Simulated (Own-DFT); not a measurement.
Simulation results for Hf36O71 (tetragonal hafnia with one neutral oxygen vacancy, atoms displaced)

Computed with Own-DFT development build. A calculation, not a measurement: plane-wave PBE and HSE06 DFT by an unreviewed code, no spin, of a simulated cell at Gamma alone, so results move with cell size and shape, stress positive in tension, energies less offsets, not probed for a lower state with spin; hafnium file: forces about 75 meV/angstrom off all-electron values; oxygen file: force components 24 meV/angstrom off all-electron in a glass; k mesh not checked against a denser one; forces and stress are PBE's, HSE06 gives the energy alone, and its difference from PBE has offsets of its own; offsets are fitted by least squares, one for each functional and potential file, so energies compare only between cells with the same atoms and settings and are not formation energies; the far tail of each file's local potential was reset to the Coulomb form; each entry is a single point on an unrelaxed cell, so the pressure reflects the starting lattice, taken from the Materials Project, from which strain is counted, and rises with the displacements; printed positions are rounded, which can move forces by about a meV/angstrom; the program is a retired in-house code; no spin-orbit coupling.

Common to all runs: first functional PBE; second functional HSE06; exact exchange share 0.25; screening 0.11 1/bohr; exchange divergence Gygi-Baldereschi; potential files PseudoDojo norm-conserving, scalar-relativistic, made for PBE, standard set; wave cutoff 48 hartree; occupations fixed; k mesh 1 x 1 x 1 centred on Gamma.

(1) Hf36O71 (tetragonal hafnia with one neutral oxygen vacancy, atoms displaced)

```
cell vectors (Å)
  10.7800     0.0000     0.0000
   0.0000    10.7800     0.0000
   0.0000     0.0000    10.4493
atoms (fractions of the cell vectors)
Hf  0.01553  0.00304  0.00168
Hf  0.16238  0.16754  0.25672
O   0.00689  0.16746  0.14561
O   0.16802  0.00052  0.34671
O   0.00069  0.17125  0.39503
O   0.15929  0.00012  0.10177
Hf  0.00195  0.00830  0.50083
Hf  0.17314  0.17057  0.75022
O   0.00435  0.15923  0.64996
O   0.16796  0.00251  0.85322
O   0.00417  0.16878  0.91035
O   0.16720  0.99693  0.60332
Hf  0.00125  0.33993  0.99958
Hf  0.16160  0.50316  0.24759
O   0.99624  0.50218  0.15194
O   0.17078  0.33404  0.34602
O   0.99661  0.50158  0.40393
O   0.16983  0.32801  0.09599
Hf  0.99612  0.33767  0.49407
Hf  0.16564  0.50110  0.74521
O   0.00241  0.50319  0.64482
O   0.16843  0.33044  0.85815
O   0.00890  0.49462  0.89463
O   0.16952  0.32692  0.58719
Hf  0.99291  0.66258  0.99455
Hf  0.16955  0.83100  0.24257
O   0.99553  0.83333  0.15105
O   0.16812  0.66939  0.35414
O   0.99402  0.84039  0.40097
O   0.16996  0.66383  0.08936
Hf  0.99802  0.66605  0.50340
Hf  0.16438  0.83878  0.74586
O   0.99906  0.84025  0.65274
O   0.17094  0.66205  0.85106
O   0.99940  0.83437  0.89836
O   0.16827  0.67238  0.59554
Hf  0.33363  0.99834  0.00662
Hf  0.50773  0.16099  0.25394
O   0.33377  0.15837  0.15073
O   0.50119  0.00212  0.35226
O   0.33457  0.16420  0.41693
O   0.49971  0.99747  0.10187
Hf  0.33278  0.00508  0.49275
Hf  0.50937  0.16635  0.75459
O   0.33455  0.16767  0.65251
O   0.49765  0.00311  0.85105
O   0.33301  0.16929  0.90253
O   0.50418  0.00763  0.60006
Hf  0.33590  0.33771  0.99942
Hf  0.50285  0.50539  0.25517
O   0.32486  0.49784  0.14802
O   0.49455  0.33660  0.34862
O   0.32807  0.49522  0.40108
O   0.50167  0.33815  0.09359
Hf  0.33237  0.33032  0.49345
Hf  0.49607  0.49118  0.74188
O   0.33103  0.49623  0.64932
O   0.49960  0.32662  0.84670
O   0.33365  0.50026  0.89752
O   0.50191  0.33545  0.59769
Hf  0.33096  0.67140  0.99910
Hf  0.50167  0.83533  0.24381
O   0.33578  0.83292  0.14958
O   0.49362  0.66429  0.34824
O   0.33477  0.82577  0.39435
O   0.50258  0.66840  0.09582
Hf  0.33304  0.65861  0.49978
Hf  0.50056  0.82897  0.75187
O   0.33998  0.83046  0.64994
O   0.50366  0.66894  0.84656
O   0.33516  0.82785  0.90024
O   0.50258  0.67075  0.60039
Hf  0.67130  0.00517  0.00513
Hf  0.83118  0.16456  0.24252
O   0.66260  0.16124  0.15302
O   0.82842  0.00185  0.34968
O   0.66611  0.17691  0.40751
O   0.83635  0.00334  0.09854
Hf  0.66952  0.99695  0.49321
Hf  0.83356  0.16610  0.75565
O   0.66565  0.16199  0.64981
O   0.82956  0.99452  0.84941
O   0.66690  0.16314  0.89887
O   0.83498  0.00338  0.60092
Hf  0.66517  0.33252  0.00238
Hf  0.83044  0.49480  0.24944
O   0.66420  0.49964  0.16210
O   0.83708  0.33901  0.34666
O   0.66008  0.49207  0.40246
Hf  0.66383  0.33639  0.50902
Hf  0.82956  0.50019  0.74724
O   0.66580  0.50867  0.64945
O   0.83510  0.33313  0.84025
O   0.66327  0.49885  0.90493
O   0.83520  0.32914  0.60176
Hf  0.66072  0.66547  0.00042
Hf  0.82814  0.83173  0.24797
O   0.66669  0.83333  0.14689
O   0.83570  0.66054  0.34857
O   0.67338  0.84001  0.40541
O   0.83285  0.67272  0.09654
Hf  0.66626  0.66053  0.50156
Hf  0.83789  0.83550  0.74756
O   0.66336  0.83618  0.64686
O   0.82866  0.67049  0.85356
O   0.66399  0.83707  0.90186
O   0.83263  0.66653  0.60503
```

- PBE energy of cell above offsets: -97.884 eV
- HSE06 less PBE above offsets: 0.018 eV
- PBE pressure: 1.26 GPa
- PBE stress xx: -1.51 GPa
- PBE stress yy: -1.01 GPa
- PBE stress zz: -1.25 GPa
- PBE stress yz: 0.51 GPa
- PBE stress xz: 0.32 GPa
- PBE stress xy: -0.02 GPa

Force:
```tsv
element	x (eV/Å)	y (eV/Å)	z (eV/Å)
Hf	-3.417	-0.368	-1.599
Hf	0.54	0.474	-1.641
O	-1.594	0.379	1.229
O	0.289	-0.341	0.244
O	-0.044	-0.231	0.131
O	3.25	-0.774	1.204
Hf	-0.468	-0.838	0.436
Hf	0.187	-0.202	0.219
O	-0.427	0.564	0.632
O	0.016	-0.397	-0.081
O	-0.786	0.317	-0.952
O	0.503	-0.147	-0.728
Hf	0.895	-1.778	0.334
Hf	1.409	-0.217	0.266
O	-0.055	-0.513	-0.726
O	-0.323	0.236	-0.176
O	0.565	0.123	-0.525
O	-0.89	0.546	0.427
Hf	0.562	-0.677	0.773
Hf	0.326	-0.129	1.438
O	-0.614	-0.158	0.526
O	-0.136	0.944	-1.915
O	-0.985	1.179	0.139
O	-1.316	0.417	0.991
Hf	0.45	1.269	-0.158
Hf	-1.117	-0.056	1.608
O	0.907	-0.312	0.133
O	-0.593	-0.532	-1.338
O	0.125	-0.848	0.551
O	-1.731	0.574	1.467
Hf	0.233	1.193	-0.922
Hf	1.254	-0.441	0.298
O	0.402	-0.676	-0.476
O	-0.483	0.604	-1.299
O	0.511	-0.571	0.282
O	-0.579	-0.371	0.564
Hf	0.4	1.356	-1.673
Hf	-2.113	1.503	0.163
O	0.371	-0.051	1.348
O	0.093	-0.697	-0.555
O	-0.135	1.007	-2.777
O	0.477	-0.176	0.356
Hf	0.856	-3.297	2.87
Hf	-1.662	-2.327	-1.195
O	0.3	0.153	0.433
O	-0.253	-0.513	0.362
O	-0.109	-0.7	0.678
O	-0.823	-0.25	-1.112
Hf	-0.949	-0.438	-0.176
Hf	-1.847	-1.635	-0.68
O	1.223	0.328	0.754
O	-0.146	-0.945	-0.538
O	0.156	0.947	-0.143
O	0.467	-0.292	0.42
Hf	0.384	0.637	1.003
Hf	-0.425	1.06	1.691
O	0.246	0.283	-0.343
O	0.349	1.823	0.115
O	0.681	0.088	-0.102
O	-0.505	0.569	0.6
Hf	0.615	-1.64	-1.137
Hf	-0.508	-0.21	1.003
O	-0.329	0.192	-0.495
O	0.981	0.875	0.139
O	0.067	1.162	0.262
O	-1.024	-0.107	1.003
Hf	0.179	1.746	-0.167
Hf	0.464	1.536	-0.41
O	-1.246	0.137	0.261
O	0.106	-1.713	0.095
O	-0.313	1.493	0.332
O	-0.354	-1.084	-0.796
Hf	-0.157	-1.954	-1.67
Hf	1.527	-0.188	0.812
O	0.909	0.538	-0.567
O	-0.078	0.697	-0.839
O	-0.061	-0.749	-1.231
O	0.006	0.417	0.407
Hf	-0.297	1.672	2.859
Hf	0.339	-1.669	-1.349
O	1.264	1.093	0.784
O	0.091	1.291	-0.051
O	0.453	1.297	0.717
O	-0.006	-0.153	-0.6
Hf	0.006	0.375	-0.585
Hf	0.339	1.107	0.085
O	0.679	-0.131	-1.276
O	0.1	-1.472	-0.482
O	0.152	1.379	0.203
Hf	0.616	-1.348	-0.702
Hf	0.706	0.73	0.429
O	0.256	-0.715	0.172
O	-0.232	0.695	1.266
O	0.404	-0.819	-0.083
O	-0.235	0.685	-0.421
Hf	1.122	1.348	-1.413
Hf	1.519	-0.092	0.628
O	-0.23	0.135	0.749
O	-0.694	0.659	0.089
O	-0.459	-3.039	-1.652
O	-0.552	-0.529	0.198
Hf	0.068	1.449	0.302
Hf	-1.71	0.444	0.47
O	0.993	-0.293	0.375
O	0.691	-1.388	-0.676
O	-0.153	-0.361	0.723
O	0.084	-0.175	-0.622
```

(2) Hf36O71 (tetragonal hafnia with one neutral oxygen vacancy, atoms displaced)

```
cell vectors (Å)
  10.7800     0.0000     0.0000
   0.0000    10.7800     0.0000
   0.0000     0.0000    10.4493
atoms (fractions of the cell vectors)
Hf  0.98762  0.99277  0.99513
Hf  0.16545  0.17365  0.25169
O   0.00203  0.16429  0.14312
O   0.18695  0.99431  0.35446
O   0.00063  0.17562  0.39734
O   0.16887  0.00635  0.09333
Hf  0.99530  0.98568  0.49848
Hf  0.16996  0.16641  0.75270
O   0.99436  0.15011  0.66114
O   0.16121  0.99721  0.84828
O   0.00389  0.14961  0.89721
O   0.16278  0.01017  0.59390
Hf  0.01062  0.33728  0.98910
Hf  0.16573  0.49182  0.24266
O   0.99688  0.49861  0.15666
O   0.16657  0.32913  0.35362
O   0.00090  0.50516  0.41027
O   0.17059  0.32718  0.10944
Hf  0.00276  0.33466  0.49870
Hf  0.17053  0.50383  0.74260
O   0.99960  0.49463  0.65489
O   0.17942  0.33121  0.85406
O   0.00338  0.49431  0.90150
O   0.17165  0.34173  0.59569
Hf  0.99635  0.67550  0.99655
Hf  0.16633  0.81696  0.25286
O   0.99712  0.82836  0.13966
O   0.17154  0.65988  0.34600
O   0.99206  0.82292  0.38619
O   0.18370  0.65583  0.08202
Hf  0.01343  0.66364  0.49744
Hf  0.16493  0.82837  0.75344
O   0.99482  0.84596  0.65968
O   0.17079  0.65792  0.84646
O   0.99190  0.82411  0.88617
O   0.15896  0.66934  0.58971
Hf  0.32782  0.00471  0.00264
Hf  0.49481  0.16340  0.25476
O   0.33016  0.16229  0.15129
O   0.49769  0.99713  0.35063
O   0.32816  0.16405  0.38915
O   0.50949  0.01559  0.09278
Hf  0.33469  0.00712  0.50710
Hf  0.48840  0.16704  0.74615
O   0.33302  0.15960  0.64396
O   0.50365  0.00904  0.86149
O   0.33551  0.15667  0.90390
O   0.50417  0.98457  0.58692
Hf  0.33555  0.32466  0.00496
Hf  0.49017  0.49385  0.24200
O   0.32938  0.51139  0.15557
O   0.48545  0.32569  0.36088
O   0.34365  0.49941  0.39508
O   0.48994  0.32333  0.10134
Hf  0.33563  0.33863  0.49481
Hf  0.49863  0.48948  0.72787
O   0.34390  0.49681  0.65976
O   0.50497  0.33144  0.84356
O   0.31824  0.50663  0.90499
O   0.49349  0.33032  0.59449
Hf  0.33474  0.66729  0.98949
Hf  0.50834  0.84343  0.24358
O   0.32475  0.82851  0.15267
O   0.49967  0.67340  0.34954
O   0.34662  0.83732  0.40449
O   0.50170  0.66846  0.11177
Hf  0.33047  0.66069  0.49574
Hf  0.49400  0.82720  0.74905
O   0.34164  0.82225  0.65263
O   0.50368  0.66740  0.84618
O   0.33033  0.83857  0.90770
O   0.49256  0.67168  0.60723
Hf  0.66807  0.98544  0.00231
Hf  0.83094  0.17101  0.24464
O   0.66878  0.15993  0.15785
O   0.83809  0.98386  0.33914
O   0.65876  0.17637  0.40618
Hf  0.66773  0.99778  0.49955
Hf  0.82161  0.16698  0.75987
O   0.68231  0.16135  0.65328
O   0.82460  0.01730  0.84634
O   0.67615  0.16863  0.89446
O   0.84400  0.99545  0.60326
Hf  0.65620  0.33261  0.99590
Hf  0.82283  0.49318  0.25873
O   0.66835  0.50539  0.16263
O   0.82269  0.33319  0.34163
O   0.65751  0.48787  0.40663
O   0.83417  0.32649  0.10769
Hf  0.66209  0.32423  0.48256
Hf  0.82450  0.50675  0.73983
O   0.65699  0.49609  0.65308
O   0.82029  0.32535  0.84698
O   0.66850  0.48737  0.90034
O   0.83243  0.34128  0.59447
Hf  0.66428  0.66849  0.00928
Hf  0.83007  0.81893  0.25669
O   0.66436  0.83092  0.16049
O   0.84046  0.65934  0.33628
O   0.65756  0.83916  0.41272
O   0.83174  0.67012  0.09269
Hf  0.66592  0.67434  0.49526
Hf  0.82462  0.83692  0.74627
O   0.66142  0.82937  0.64894
O   0.82633  0.66030  0.84149
O   0.66685  0.84127  0.90185
O   0.82995  0.66668  0.59521
```

* PBE energy of cell above offsets: -86.997 eV
* HSE06 less PBE above offsets: 0.576 eV
* PBE pressure: 5.34 GPa
* PBE stress xx: -5.35 GPa
* PBE stress yy: -5.82 GPa
* PBE stress zz: -4.86 GPa
* PBE stress yz: -0.39 GPa
* PBE stress xz: -1.18 GPa
* PBE stress xy: 0.52 GPa

Force:
```tsv
element	x (eV/Å)	y (eV/Å)	z (eV/Å)
Hf	1.136	1.19	0.804
Hf	-0.735	-3.418	-0.189
O	-1.018	-0.567	0.906
O	-1.949	-0.741	-1.361
O	-0.452	-1.64	0.183
O	-1.788	-0.487	0.125
Hf	1.338	2.298	0.23
Hf	-3.291	-1.747	-0.615
O	1.67	1.802	-0.667
O	0.953	-0.931	-0.878
O	0.643	2.994	0.911
O	0.748	-1.156	0.426
Hf	-2.098	-2.477	1.305
Hf	-1.193	0.033	0.03
O	0.494	0.074	-0.004
O	0.237	2.275	-0.14
O	0.258	-1.525	-0.989
O	0.094	0.941	-0.852
Hf	-1.095	-0.644	1.735
Hf	-0.842	-2.059	1.689
O	0.562	0.906	0.082
O	-0.792	-0.004	-0.477
O	0.017	1.449	-0.195
O	-0.248	-0.232	0.549
Hf	0.524	-1.919	0.549
Hf	1.073	3.984	-1.264
O	0.803	-0.323	0.435
O	-0.059	-0.839	0.665
O	1.332	-0.045	1.495
O	-4.95	0.578	1.886
Hf	-5.056	0.073	-1.049
Hf	0.398	1.744	0.031
O	1.48	-1.189	-1.552
O	-0.7	2.442	-1.136
O	0.16	0.913	0.868
O	3.641	-0.177	2.476
Hf	0.415	-1.913	1.189
Hf	-0.099	-0.916	-0.647
O	0.7	0.572	-0.386
O	0.889	1.718	-0.556
O	0.676	0.866	1.707
O	-1.983	-1.412	1.712
Hf	-1.829	-1.356	-2.766
Hf	3.297	-1.095	1.585
O	0.06	0.403	0.425
O	-0.296	-0.938	-2.721
O	-0.185	3.025	-1.523
O	-0.029	1.264	1.628
Hf	-2.066	0.568	-1.717
Hf	1.235	1.861	2.126
O	0.855	-1.495	-0.647
O	0.901	0.746	-2.263
O	-0.616	0.101	0.706
O	1.725	1.176	0.886
Hf	-0.753	-1.798	-0.698
Hf	3.268	1.177	5.241
O	-5.531	0.65	-3.565
O	-1.372	-0.484	0.492
O	1.185	-2.711	-0.081
O	0.857	-0.451	0.839
Hf	2.134	0.786	0.798
Hf	-5.108	-1.586	1.987
O	1.653	0.568	0.343
O	0.644	-1.251	-0.097
O	-1.179	-1.927	1.017
O	0.046	-0.369	-1.749
Hf	2.751	3.3	-0.814
Hf	1.043	0.894	0.979
O	-3.678	0.644	0.153
O	0.116	-0.732	0.797
O	0.069	-0.59	-1.361
O	1.165	-1.123	-1.78
Hf	1.053	4.764	-0.096
Hf	2.003	-0.557	-1.157
O	-0.593	0.259	0.277
O	-0.601	2.476	0.666
O	0.18	-6.494	-2.936
Hf	0.782	1.94	1.432
Hf	3.445	2.693	-1.795
O	-5.146	-0.352	-2.613
O	0.572	-6.757	2.474
O	-2.176	-0.077	2.59
O	-2.991	-1.037	-1.379
Hf	3.124	-1.972	-0.713
Hf	1.619	-0.567	-2.063
O	-1.859	-0.229	-1.504
O	0.257	-0.863	1.848
O	0.258	3.077	-1.191
O	-0.281	0.547	-1.468
Hf	1.486	4.01	5.77
Hf	0.18	-2.906	0.41
O	2.14	0.789	-1.637
O	1.683	3.239	0.874
O	-0.287	2.524	0.99
O	0.111	0.105	-1.215
Hf	-0.43	-1.413	-1.737
Hf	1.71	2.018	-2.692
O	1.826	0.251	-1.825
O	-1.534	-0.507	2.272
O	0.992	-1.518	-2.086
O	-0.154	-0.017	-0.106
Hf	-2.001	-1.876	1.23
Hf	0.466	0.451	0.42
O	0.746	-0.018	0.245
O	0.02	1.556	0.703
O	0.403	-3.357	-0.632
O	0.736	0.067	-0.607
```
